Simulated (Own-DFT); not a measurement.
# Shaking the atoms of zincblende GaP, 64 atoms (Ga32P32)

These are calculations, not measurements. They come from Own-DFT, an in-house plane-wave density functional program, since retired, whose code no person has reviewed. Each row is one single-point run on a periodic cell that was not relaxed, without spin or spin-orbit coupling.

Settings of every run: PBE; PseudoDojo norm-conserving scalar-relativistic files; cutoff 42 hartree; 3 x 3 x 3 k mesh centred on Gamma; Fermi-Dirac smearing of 0.1 eV.

Known limits: forces on such cells passed a denser k mesh, each cell not checked; stress not checked against mesh or cutoff.

Cell vectors in Å: (10.901, 0.000, 0.000); (0.000, 10.901, 0.000); (0.000, 0.000, 10.901). In each run every atom was moved at random and independently from its ideal site; u is the rms move along one axis. E is the free energy for each atom above the fitted value at u = 0, and F the rms of the force components.

```
run   u (Å)  E (meV/atom)  F (eV/Å)  largest force (eV/Å)  P (GPa)
  1  0.0185           6.4     0.259                  0.86     2.70
  2  0.0191           7.4     0.297                  0.96     2.72
  3  0.0194           6.0     0.243                  0.91     2.70
  4  0.0486          39.4     0.660                  1.93     3.18
  5  0.0499             ?         ?                     ?        ?
  6  0.0939         161.2     1.640                  9.65     4.99
  7  0.1007         190.1     1.560                  6.04     5.41
  8  0.1016         186.7     1.476                  5.52     5.25
  9  0.1368         327.1     2.419                  9.71     7.24
 10  0.1991         671.6     3.386                 13.22    11.46
```

## Worked fit

For small independent moves the energy grows as E = (3/2) K u², with K the mean stiffness felt by one atom. The runs with u up to 0.11 Å give K = 12.0 ± 0.3 eV/Å², with residuals divided by u² + 0.0006 Å², since the noise grows with the moves. The scatter is 2.4 meV/atom at u = 0.05 Å. The forces follow F = G u with G = 14.8 eV/Å²; no force at u = 0 is resolved. G exceeds K because the moves of its neighbours add to the force on an atom, and stiffness differs between atoms. At u = 0.199 Å the parabola gives 717 meV/atom and the run 672. The pressure follows P = 2.60 + 268 u² GPa: at fixed volume, shortened bonds push harder than stretched ones pull.

## Withheld run

Question: what energy and rms force should run 5 give?

The fit gives 45 ± 3 meV/atom and about 0.74 eV/Å. The calculation gave 43.1 meV/atom and 0.692 eV/Å.
